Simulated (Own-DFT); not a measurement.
# Computed records: Hf36O71 (tetragonal hafnia with one neutral oxygen vacancy, atoms displaced)

Computed with Own-DFT development build. A calculation, not a measurement: plane-wave PBE and HSE06 DFT by an unreviewed code, no spin, of a simulated cell at Gamma alone, so results move with cell size and shape, stress positive in tension, energies less offsets, not probed for a lower state with spin; hafnium file: forces about 75 meV/angstrom off all-electron values; oxygen file: force components 24 meV/angstrom off all-electron in a glass; k mesh not checked against a denser one; forces and stress are PBE's, HSE06 gives the energy alone, and its difference from PBE has offsets of its own; offsets are fitted by least squares, one for each functional and potential file, so energies compare only between cells with the same atoms and settings and are not formation energies; the far tail of each file's local potential was reset to the Coulomb form; each entry is a single point on an unrelaxed cell, so the pressure reflects the starting lattice, taken from the Materials Project, from which strain is counted, and rises with the displacements; printed positions are rounded, which can move forces by about a meV/angstrom; the program is a retired in-house code; no spin-orbit coupling.

Common to all runs: first functional PBE; second functional HSE06; exact exchange share 0.25; screening 0.11 1/bohr; exchange divergence Gygi-Baldereschi; potential files PseudoDojo norm-conserving, scalar-relativistic, made for PBE, standard set; wave cutoff 48 hartree; occupations fixed; k mesh 1 x 1 x 1 centred on Gamma.

(1) Hf36O71 (tetragonal hafnia with one neutral oxygen vacancy, atoms displaced)

```
CELL_PARAMETERS angstrom
10.78000 0.00000 0.00000
0.00000 10.78000 0.00000
0.00000 0.00000 10.44930
ATOMIC_POSITIONS crystal
Hf 0.00081 0.99511 0.99252
Hf 0.17013 0.16265 0.24493
O 0.99759 0.16759 0.15175
O 0.16344 0.00220 0.34727
O 0.00221 0.16900 0.40252
O 0.16480 0.99997 0.10223
Hf 0.00110 0.99997 0.49635
Hf 0.16666 0.16337 0.75237
O 0.00249 0.16476 0.65417
O 0.16533 0.00327 0.84362
O 0.99825 0.16773 0.90260
O 0.16706 0.00199 0.59123
Hf 0.00055 0.33564 0.99945
Hf 0.16988 0.49935 0.24399
O 0.00260 0.50268 0.14931
O 0.99822 0.49110 0.39929
O 0.16873 0.33681 0.09420
Hf 0.99821 0.33037 0.49782
Hf 0.16514 0.50020 0.74843
O 0.99766 0.50045 0.65370
O 0.16877 0.33347 0.84481
O 0.99899 0.49994 0.90033
O 0.16640 0.33366 0.59554
Hf 0.00241 0.66968 0.00356
Hf 0.16461 0.83271 0.25041
O 0.99681 0.83267 0.15337
O 0.16467 0.66743 0.34552
O 0.99786 0.83357 0.40396
O 0.17170 0.66455 0.09737
Hf 0.00141 0.66339 0.50202
Hf 0.16381 0.83387 0.75313
O 0.99870 0.83227 0.64958
O 0.16456 0.66882 0.84642
O 0.99821 0.83513 0.90038
O 0.16570 0.67377 0.59428
Hf 0.33505 0.99652 0.00021
Hf 0.50459 0.16782 0.25107
O 0.33250 0.16697 0.15811
O 0.49969 0.00032 0.35288
O 0.33462 0.16596 0.40191
O 0.49413 0.99715 0.10405
Hf 0.33270 0.00300 0.49660
Hf 0.49808 0.16733 0.75226
O 0.33097 0.16713 0.65666
O 0.49844 0.00391 0.84874
O 0.33332 0.16822 0.89930
O 0.49626 0.99622 0.60205
Hf 0.33856 0.33499 0.99872
Hf 0.49878 0.49883 0.24825
O 0.33050 0.50140 0.15302
O 0.49992 0.33056 0.34335
O 0.33222 0.49750 0.40079
O 0.50038 0.34122 0.09537
Hf 0.33174 0.33457 0.50048
Hf 0.49527 0.49899 0.75232
O 0.33116 0.49800 0.65259
O 0.49850 0.33311 0.85040
O 0.33282 0.49967 0.89957
O 0.50278 0.33388 0.60241
Hf 0.33216 0.66388 0.00027
Hf 0.49898 0.83591 0.24924
O 0.33273 0.83412 0.15310
O 0.49468 0.67086 0.34509
O 0.33515 0.83426 0.40563
O 0.49858 0.65896 0.09513
Hf 0.33327 0.66384 0.49399
Hf 0.50262 0.83263 0.74700
O 0.32947 0.83109 0.65478
O 0.49569 0.66765 0.84707
O 0.33366 0.82800 0.90018
O 0.49915 0.67032 0.59995
Hf 0.66715 0.00005 0.00122
Hf 0.83823 0.16530 0.25047
O 0.66474 0.16307 0.14733
O 0.83183 0.99914 0.34576
O 0.66474 0.16480 0.40104
O 0.83420 0.00313 0.09760
Hf 0.66642 0.00034 0.49595
Hf 0.82991 0.17100 0.74591
O 0.66816 0.16689 0.65071
O 0.83066 0.99796 0.84323
O 0.66291 0.16614 0.90280
O 0.83214 0.99851 0.59796
Hf 0.66575 0.33623 0.00171
Hf 0.83106 0.50201 0.24765
O 0.66813 0.50083 0.15375
O 0.83386 0.32883 0.34742
O 0.66692 0.49511 0.40362
O 0.83160 0.32804 0.09740
Hf 0.66622 0.33463 0.49636
Hf 0.83198 0.49437 0.74771
O 0.66645 0.49387 0.64969
O 0.83052 0.33383 0.84502
O 0.66956 0.50031 0.90034
O 0.83602 0.33331 0.59741
Hf 0.66894 0.67227 0.00001
Hf 0.83455 0.83383 0.24584
O 0.66704 0.83980 0.15425
O 0.83238 0.66505 0.35005
O 0.66720 0.83769 0.39962
O 0.83134 0.66215 0.09279
Hf 0.66954 0.66615 0.50205
Hf 0.82842 0.83199 0.74945
O 0.66877 0.83384 0.64957
O 0.83733 0.66420 0.84695
O 0.66995 0.83562 0.90531
O 0.83763 0.67048 0.60048
```

```
PBE energy of cell above offsets : -101.012 eV
HSE06 less PBE above offsets     : -0.145 eV
PBE pressure                     : 0.94 GPa
PBE stress xx                    : -0.45 GPa
PBE stress yy                    : -0.78 GPa
PBE stress zz                    : -1.59 GPa
PBE stress yz                    : 0.32 GPa
PBE stress xz                    : -0.07 GPa
PBE stress xy                    : -0.03 GPa
```

Force:
```csv
element,x (eV/Å),y (eV/Å),z (eV/Å)
Hf,-0.485,1.993,0.82
Hf,-0.976,1.069,0.714
O,1.001,0.117,0.145
O,0.138,-0.777,-0.247
O,0,-0.453,-0.455
O,0.152,-0.259,-1.056
Hf,-0.269,-0.118,1.056
Hf,-0.249,1.309,-0.806
O,-0.664,0.094,-0.157
O,-0.028,-1.238,1.163
O,0.104,-0.209,0.233
O,-0.139,-0.065,0.427
Hf,0.026,-0.46,-0.072
Hf,-1.013,-0.967,1.142
O,-0.675,0.133,0.106
O,0.454,1.109,0.108
O,-0.1,-0.094,0.219
Hf,0.557,0.091,0.29
Hf,-0.432,-0.322,0.246
O,0.624,0.191,-0.458
O,-0.231,0.24,0.037
O,0.255,0.19,0.481
O,-0.078,0.273,-0.745
Hf,-0.148,-1.167,-1.161
Hf,0.399,0.516,0.434
O,0.743,-0.466,-0.725
O,0.116,-0.398,-0.047
O,0.1,-0.455,-0.58
O,-1.139,0.495,0.089
Hf,-0.07,0.291,-0.295
Hf,0.415,-0.265,-1.597
O,0.133,0.231,0.659
O,-0.17,-0.559,0.364
O,0.285,-0.695,0.173
O,0.316,-0.838,0.015
Hf,-0.127,0.091,-0.258
Hf,-0.345,-1.056,0.076
O,1.039,0.151,-1.024
O,-0.003,0.122,-0.585
O,-0.413,0.717,0.138
O,0.675,0.031,-0.675
Hf,0.227,-0.576,1.027
Hf,0.254,-0.061,-0.566
O,0.478,0.076,-0.585
O,-0.018,-1.196,0.452
O,0.052,-0.415,1.115
O,0.609,0.196,-0.433
Hf,-1.093,-0.535,-0.498
Hf,0.049,0.441,-0.005
O,1.072,-0.118,-0.411
O,0.199,0.817,0.481
O,-0.065,0.061,-0.245
O,0.034,-0.119,0.657
Hf,-0.084,-0.793,0.312
Hf,0.691,0.089,-0.364
O,0.194,0.263,-0.352
O,-0.043,0.354,0.068
O,0.068,0.095,0.222
O,-0.535,-0.04,-0.771
Hf,0.762,0.38,-0.673
Hf,-0.156,0.519,0.594
O,-0.235,-0.167,-0.022
O,0.339,-1.134,0.093
O,-0.342,-0.111,-0.599
O,0.568,0.403,0.159
Hf,-0.011,1.178,1.041
Hf,-1.544,0.415,-0.348
O,0.458,0.1,0.345
O,0.61,-0.185,-0.071
O,-0.175,1.153,0.743
O,0.377,-0.356,-0.662
Hf,-0.074,1.146,0.121
Hf,-0.485,0.173,-0.627
O,0.048,0.163,0.57
O,0.283,0.03,-0.034
O,-0.112,0.418,-0.221
O,0.265,-0.559,-0.473
Hf,-0.145,0.052,1.008
Hf,0.726,-1.089,0.19
O,-0.684,-0.023,0.005
O,0.066,0.617,0.509
O,0.219,0.366,0.036
O,0.16,0.204,-0.712
Hf,0.641,-0.483,-0.735
Hf,1.031,-0.867,0.554
O,-0.409,-0.12,-0.003
O,-0.412,0.729,-0.158
O,-0.205,1.453,-0.567
O,0.182,0.601,-0.127
Hf,0.114,-0.942,1.055
Hf,-0.096,0.943,0.422
O,-0.182,0.732,0.099
O,0.042,-0.284,0.444
O,-0.361,0.463,0.455
O,-0.702,-0.123,-0.01
Hf,-0.73,-1.362,-0.691
Hf,-0.635,0.316,1.468
O,-0.147,-0.634,-0.592
O,-0.188,0.094,-0.553
O,-0.062,-1.371,0.259
O,0.494,0.453,0.883
Hf,0.04,0.426,-0.007
Hf,1.343,0.006,-0.481
O,-0.603,-0.42,0.079
O,-0.427,0.433,0.046
O,-0.325,-0.455,-0.536
O,-1.188,-0.407,-0.572
```

(2) Hf36O71 (tetragonal hafnia with one neutral oxygen vacancy, atoms displaced)

```
CELL_PARAMETERS angstrom
10.78000 0.00000 0.00000
0.00000 10.78000 0.00000
0.00000 0.00000 10.44930
ATOMIC_POSITIONS crystal
Hf 0.00359 0.99461 0.01653
Hf 0.14875 0.17128 0.24513
O 0.00860 0.15888 0.16015
O 0.16874 0.00159 0.35005
O 0.00183 0.16506 0.40544
O 0.15417 0.00470 0.10088
Hf 0.99776 0.99299 0.50543
Hf 0.17283 0.16424 0.75444
O 0.98687 0.17008 0.63978
O 0.16821 0.00224 0.84549
O 0.98431 0.17224 0.90563
O 0.16211 0.00752 0.58264
Hf 0.01092 0.33840 0.99395
Hf 0.17021 0.50647 0.25261
O 0.99530 0.49985 0.14834
O 0.17090 0.32690 0.34317
O 0.01234 0.49649 0.39411
O 0.17135 0.32145 0.08366
Hf 0.00285 0.32393 0.50632
Hf 0.16619 0.49843 0.75417
O 0.99135 0.49905 0.65293
O 0.17038 0.33147 0.84250
O 0.99648 0.50724 0.90284
O 0.16763 0.33192 0.59865
Hf 0.99321 0.67043 0.01767
Hf 0.16539 0.83895 0.25220
O 0.00831 0.84468 0.16099
O 0.16332 0.67812 0.35324
O 0.00622 0.83227 0.39695
O 0.15378 0.66709 0.09765
Hf 0.01023 0.65894 0.49748
Hf 0.17535 0.83992 0.74105
O 0.16446 0.66990 0.84677
O 0.98483 0.82853 0.89388
O 0.16019 0.67748 0.58541
Hf 0.33553 0.99110 0.00449
Hf 0.50154 0.17035 0.24814
O 0.34197 0.16553 0.14530
O 0.50334 0.00473 0.34458
O 0.33509 0.16878 0.40228
O 0.51027 0.00799 0.09860
Hf 0.34073 0.99865 0.50658
Hf 0.50276 0.16409 0.74840
O 0.33505 0.16040 0.64335
O 0.50212 0.00312 0.85650
O 0.34792 0.16501 0.91051
O 0.49018 0.99642 0.59669
Hf 0.33814 0.34340 0.00180
Hf 0.50365 0.49303 0.25460
O 0.32171 0.51432 0.14579
O 0.50459 0.32728 0.34528
O 0.33025 0.49235 0.41060
O 0.49731 0.32018 0.09110
Hf 0.32678 0.33280 0.50017
Hf 0.49150 0.50504 0.74442
O 0.33590 0.50381 0.65847
O 0.49519 0.33007 0.84406
O 0.32439 0.51006 0.88966
O 0.48875 0.34004 0.59824
Hf 0.33122 0.65778 0.99383
Hf 0.49424 0.83173 0.25259
O 0.33983 0.83009 0.15397
O 0.49527 0.66356 0.34027
O 0.33550 0.82384 0.40123
O 0.50309 0.65337 0.09646
Hf 0.33428 0.66701 0.49248
Hf 0.49547 0.82865 0.76102
O 0.32620 0.82765 0.65012
O 0.50329 0.66089 0.85434
O 0.33423 0.82885 0.91398
O 0.49293 0.67170 0.60505
Hf 0.66000 0.98862 0.97983
Hf 0.83070 0.16726 0.25861
O 0.65542 0.16764 0.17380
O 0.84181 0.01084 0.34886
O 0.66159 0.15631 0.39451
O 0.83984 0.99929 0.08610
Hf 0.66424 0.99821 0.49668
Hf 0.83279 0.17225 0.75416
O 0.66452 0.16019 0.66126
O 0.83429 0.00417 0.85193
O 0.66836 0.17289 0.89913
O 0.83779 0.99429 0.60016
Hf 0.66766 0.33501 0.00789
Hf 0.82918 0.50198 0.25391
O 0.66890 0.50939 0.17361
O 0.81929 0.31847 0.33956
O 0.66693 0.50032 0.40677
O 0.82761 0.33250 0.11039
Hf 0.67042 0.33635 0.49427
Hf 0.84286 0.49911 0.76644
O 0.65532 0.50739 0.64252
O 0.84212 0.33052 0.84070
O 0.66380 0.49557 0.90044
O 0.84403 0.33388 0.59330
Hf 0.66810 0.66404 0.99612
Hf 0.82089 0.82054 0.26397
O 0.67878 0.83586 0.15467
O 0.84414 0.65672 0.33850
O 0.65673 0.85435 0.39435
O 0.82614 0.67684 0.09895
Hf 0.66937 0.66958 0.50210
Hf 0.83831 0.83490 0.74005
O 0.67455 0.83410 0.64859
O 0.84246 0.66872 0.85528
O 0.67109 0.83213 0.90927
O 0.83484 0.68109 0.59813
```

```
PBE energy of cell above offsets : -87.320 eV
HSE06 less PBE above offsets     : 0.543 eV
PBE pressure                     : 6.19 GPa
PBE stress xx                    : -7.11 GPa
PBE stress yy                    : -5.14 GPa
PBE stress zz                    : -6.31 GPa
PBE stress yz                    : -1.25 GPa
PBE stress xz                    : -1.93 GPa
PBE stress xy                    : 0.17 GPa
```

Force:
```csv
element,x (eV/Å),y (eV/Å),z (eV/Å)
Hf,-3.962,-0.278,-4.368
Hf,7.593,-1.846,3.451
O,-6.495,0.814,-3.188
O,0.164,-0.42,-1.11
O,0.232,0.719,-0.653
O,5.835,-0.564,0.864
Hf,-0.338,0.589,-1.947
Hf,-0.52,-0.161,-1.588
O,2.312,-0.259,1.817
O,0.558,-0.52,0.098
O,1.807,-0.238,0.341
O,1.645,-0.666,2.742
Hf,-2.244,-0.953,0.394
Hf,-2.411,-0.244,0.973
O,0.589,-0.181,0.395
O,-0.12,2.396,-0.208
O,-0.592,-0.515,0.816
O,-0.415,0.778,1.034
Hf,0.76,-0.157,-1.183
Hf,-0.387,1.235,-0.84
O,1.869,0.588,-0.153
O,-0.423,0.465,0.68
O,0.646,-1.105,-0.079
O,-0.335,0.418,0.834
Hf,-0.667,1.24,-3.175
Hf,0.487,1.435,0.965
O,-2.631,-1.348,-1.057
O,0.808,-2.631,-1.021
O,-1.034,-0.665,1.534
O,2.795,-0.068,0.794
Hf,-2.39,0.913,-0.928
Hf,-4.666,-0.922,1.717
O,0.616,0.185,-0.928
O,1.443,0.837,1.292
O,2.48,-0.385,2.206
Hf,0.473,3.653,1.929
Hf,-3.69,-2.286,0.841
O,-2.12,-0.187,0.452
O,-1.421,-1.849,0.693
O,0.398,-0.346,1.018
O,-1.375,-1.845,-0.748
Hf,-3.223,1.968,-4.005
Hf,-1.153,1.672,0.869
O,-0.667,-0.051,1.802
O,-0.236,-2.06,-1.456
O,-1.489,-0.005,-1.144
O,3.557,-0.664,2.067
Hf,0.292,-3.071,-1.37
Hf,-0.965,0.772,-0.328
O,1.985,-1.35,0.064
O,0.426,2.741,0.737
O,-0.015,2.165,-1.937
O,0.99,2.567,0.996
Hf,0.798,-3.062,-0.282
Hf,2.45,-2.28,0.154
O,-3.114,0.478,-1.361
O,-0.41,1.602,-0.085
O,0.384,-2.152,0.77
O,1.811,-0.509,-0.541
Hf,-0.515,1.398,2.006
Hf,1.49,1.975,-0.559
O,-1.394,0.468,-0.613
O,0.493,-0.606,1.351
O,0.822,1.786,-0.131
O,-0.186,0.338,-0.503
Hf,-0.318,-0.522,1.102
Hf,0.83,-0.049,-1.538
O,2.728,0.497,0.016
O,-0.253,1.625,-0.266
O,0.729,0.033,-2.074
O,0.997,0.662,-0.828
Hf,2.675,4.697,3.819
Hf,-0.504,-2.931,-3.466
O,4.743,0.854,-3.45
O,-0.449,-3.407,0.915
O,0.555,1.487,2.886
O,-2.401,0.439,1.595
Hf,0.511,2.972,1.59
Hf,0.427,-2.788,0.018
O,0.397,0.305,-1.711
O,-1.065,-0.574,-1.901
O,-0.217,0.319,1.057
O,-1.232,-0.719,-0.039
Hf,0.262,-2.171,-0.901
Hf,2.23,-4.087,-0.973
O,-1.208,-0.574,-2.34
O,-0.12,5.265,3.269
O,0.154,0.847,-0.562
O,0.793,0.295,-2.018
Hf,-0.605,-1.6,1.194
Hf,-1.395,1.152,-1.362
O,1.658,0.12,0.539
O,-0.399,2.34,1.604
O,0.773,0.063,0.932
O,-3.695,0.543,-0.053
Hf,-0.326,-0.072,0.514
Hf,2.427,4.371,-1.879
O,-3.022,-0.42,-0.368
O,-0.917,1.644,2.871
O,1.383,-5.29,-0.461
O,0.535,-0.743,1.19
Hf,-0.719,-0.352,2.3
Hf,2.429,1.001,1.651
O,-3.116,-0.181,0.458
O,-1.819,-1.094,-0.734
O,-1.061,-3.27,-2.638
O,0.214,-0.426,-1.167
```

(3) Hf36O71 (tetragonal hafnia with one neutral oxygen vacancy, atoms displaced)

```
CELL_PARAMETERS angstrom
10.78000 0.00000 0.00000
0.00000 10.78000 0.00000
0.00000 0.00000 10.44930
ATOMIC_POSITIONS crystal
Hf 0.00145 0.00220 0.00166
Hf 0.17024 0.16681 0.25639
O 0.00062 0.15869 0.16082
O 0.17143 0.00033 0.35147
O 0.99887 0.16508 0.40021
O 0.17010 0.00270 0.09436
Hf 0.00760 0.00046 0.49791
Hf 0.16919 0.16771 0.75038
O 0.99678 0.16626 0.64059
O 0.16502 0.00109 0.84269
O 0.99675 0.16260 0.89373
O 0.16866 0.00250 0.59657
Hf 0.98865 0.33226 0.99814
Hf 0.16627 0.50802 0.25501
O 0.00563 0.49578 0.15452
O 0.16294 0.33512 0.34866
O 0.00528 0.50109 0.40456
O 0.17045 0.33331 0.09387
Hf 0.99662 0.33084 0.50037
Hf 0.16285 0.50010 0.75328
O 0.00471 0.50552 0.65464
O 0.16532 0.32920 0.85020
O 0.99891 0.50475 0.90400
O 0.16910 0.32764 0.58564
Hf 0.99615 0.66144 0.99603
Hf 0.16540 0.83299 0.25164
O 0.99132 0.83058 0.15448
O 0.16144 0.67043 0.34963
O 0.99719 0.83156 0.39587
O 0.16385 0.66003 0.09895
Hf 0.98826 0.66480 0.49806
Hf 0.16918 0.83471 0.74836
O 0.00131 0.84734 0.65742
O 0.17224 0.66635 0.85241
O 0.99878 0.83199 0.90458
O 0.16032 0.66700 0.59330
Hf 0.33713 0.99732 0.99324
Hf 0.49972 0.16955 0.24657
O 0.33061 0.16623 0.15113
O 0.49898 0.99781 0.35185
O 0.33847 0.16285 0.40190
O 0.49825 0.99309 0.09537
Hf 0.33430 0.00569 0.49037
Hf 0.49923 0.17157 0.75483
O 0.33596 0.16797 0.65797
O 0.33155 0.16420 0.90676
O 0.49895 0.99547 0.59379
Hf 0.33512 0.34516 0.99754
Hf 0.50861 0.49901 0.23912
O 0.33332 0.50135 0.15798
O 0.51147 0.32768 0.35832
O 0.33494 0.50802 0.40818
O 0.50928 0.33113 0.10006
Hf 0.33317 0.34507 0.50508
Hf 0.50555 0.50477 0.74238
O 0.33444 0.50615 0.64937
O 0.50213 0.33616 0.84576
O 0.33622 0.50060 0.89549
O 0.49956 0.33603 0.60629
Hf 0.32621 0.67520 0.99558
Hf 0.50248 0.82802 0.24955
O 0.32799 0.84386 0.15077
O 0.49848 0.67268 0.35204
O 0.33710 0.83887 0.39424
O 0.49622 0.66381 0.09980
Hf 0.33854 0.66845 0.50167
Hf 0.49566 0.83376 0.75479
O 0.33910 0.82429 0.65714
O 0.50468 0.65962 0.85559
O 0.32904 0.83639 0.90040
O 0.50016 0.66346 0.59888
Hf 0.66847 0.99724 0.00501
Hf 0.82654 0.16434 0.24314
O 0.67305 0.16703 0.14616
O 0.84045 0.99481 0.35003
O 0.67417 0.16821 0.39801
O 0.83015 0.00104 0.09870
Hf 0.67147 0.00476 0.49397
Hf 0.83341 0.16780 0.75171
O 0.66618 0.16631 0.65231
O 0.82944 0.00026 0.83998
O 0.66352 0.16971 0.89961
O 0.84074 0.00340 0.60341
Hf 0.66203 0.33416 0.99237
Hf 0.83259 0.49718 0.25278
O 0.67554 0.50609 0.14941
O 0.83837 0.33210 0.34530
O 0.66799 0.49652 0.40262
O 0.83206 0.32811 0.09973
Hf 0.66987 0.33519 0.49173
Hf 0.82793 0.50311 0.75495
O 0.66482 0.50942 0.65845
O 0.83957 0.33324 0.85040
O 0.66251 0.49226 0.89936
O 0.83898 0.33910 0.60236
Hf 0.66285 0.66516 0.00133
Hf 0.84160 0.83244 0.24434
O 0.65555 0.83008 0.15054
O 0.82494 0.66507 0.34873
O 0.66484 0.83549 0.39843
O 0.84194 0.66455 0.10324
Hf 0.66952 0.66927 0.49875
Hf 0.83603 0.84149 0.74118
O 0.66743 0.82390 0.64690
O 0.82747 0.66787 0.84629
O 0.66863 0.83121 0.89551
O 0.82704 0.66179 0.59736
```

```
PBE energy of cell above offsets : -97.706 eV
HSE06 less PBE above offsets     : 0.024 eV
PBE pressure                     : 1.62 GPa
PBE stress xx                    : -1.48 GPa
PBE stress yy                    : -1.65 GPa
PBE stress zz                    : -1.73 GPa
PBE stress yz                    : 0.24 GPa
PBE stress xz                    : 0.56 GPa
PBE stress xy                    : -0.05 GPa
```

Force:
```csv
element,x (eV/Å),y (eV/Å),z (eV/Å)
Hf,0.794,-0.172,-0.24
Hf,-0.463,0.813,-0.958
O,-0.171,0.234,-1.291
O,-0.611,-0.363,-0.358
O,0.351,0.245,0.313
O,-1.306,-0.361,-0.136
Hf,-1.063,0.508,0.12
Hf,-0.408,-0.471,-0.815
O,0.743,0.499,1.332
O,-0.041,-0.307,0.348
O,-0.159,0.392,1.053
O,0.869,-0.294,0.132
Hf,2.346,-0.185,0.557
Hf,-0.134,-1.26,-0.305
O,-1.47,-0.227,-0.021
O,0.704,0.101,-0.473
O,-0.803,0.231,-0.06
O,-0.636,-0.023,-0.45
Hf,0.914,-0.8,-0.591
Hf,0.994,0.293,-0.56
O,-1.19,-0.287,0.353
O,-0.01,1.078,-0.751
O,-0.01,-1.682,-0.674
O,-0.525,0.314,1.658
Hf,0.426,1.66,0.968
Hf,0.379,0.373,-0.049
O,3.33,0.628,-1.346
O,0.417,0.225,-0.361
O,-0.014,-0.192,0.729
O,0.277,0.686,-0.148
Hf,1.95,-0.067,0.07
Hf,-0.337,-0.119,-0.43
O,0.461,-0.973,-0.856
O,-0.114,0.161,-0.515
O,0.129,0.137,0.126
O,0.327,0.594,0.317
Hf,-0.53,1.364,1.502
Hf,-0.836,-1.158,0.486
O,1.55,0.236,0.802
O,0.76,1.158,-1.346
O,-0.199,2.441,-0.558
O,0.805,0.905,-0.536
Hf,0.801,-1.315,1.262
Hf,0.2,-1.049,-0.786
O,-0.211,0.118,-0.198
O,0.731,1.065,-0.507
O,0.549,0.054,0.63
Hf,-1.269,-1.607,0.621
Hf,-1.254,0.594,1.688
O,1.094,-0.583,-0.41
O,-0.728,0.912,-1.495
O,-0.01,-1.201,-0.995
O,-1.317,0.712,0.597
Hf,0.733,-0.832,-0.372
Hf,-1.898,-0.511,0.775
O,-0.964,-0.531,0.291
O,-0.27,0.002,0.888
O,-0.476,0.632,0.789
O,0.628,0.245,-0.994
Hf,0.11,-1.487,0.753
Hf,-1.742,1.462,0.99
O,0.449,-1.369,-0.399
O,0.405,-2.057,-0.485
O,-0.744,-1.066,0.874
O,0.012,-0.304,0.009
Hf,-0.936,1.193,0.219
Hf,2.012,0.449,-0.722
O,-1.26,-0.034,-0.288
O,-0.238,1.559,-0.198
O,0.702,-0.695,-0.71
O,0.436,-0.203,0.012
Hf,-1.088,-0.272,-1.485
Hf,2.259,-0.471,1.703
O,-2.36,-0.477,-0.143
O,-0.812,0.718,-0.61
O,0.224,-0.177,-0.3
O,0.71,-0.427,-0.017
Hf,-0.502,-1.16,1.07
Hf,0.341,-0.642,-1.382
O,0.079,0.123,-0.197
O,-0.145,0.276,1.443
O,-0.088,-0.887,0.255
O,-1.334,-0.424,-1.146
Hf,1.001,-1.224,0.248
Hf,1.776,0.564,-0.209
O,-1.134,-0.109,-0.309
O,-0.411,0.132,0.455
O,-0.017,0.792,-0.642
O,-0.446,0.383,-0.23
Hf,-0.518,-1.17,1.784
Hf,0.948,-0.073,-0.826
O,1.502,-0.541,-1.245
O,-0.167,0.529,0.253
O,0.801,1.508,0.132
O,-1.593,0.308,-0.292
Hf,0.538,0.797,-0.737
Hf,-2.787,-0.01,1.959
O,2.854,-0.214,-1.149
O,0.456,-0.107,0.078
O,0.139,-0.024,0.341
O,-1.607,-0.046,-0.637
Hf,-1.385,1.189,-0.136
Hf,-1.339,-0.369,0.855
O,-0.183,0.525,0.38
O,0.288,-0.173,0.29
O,-0.63,0.582,1.25
O,1.591,0.074,0.316
```
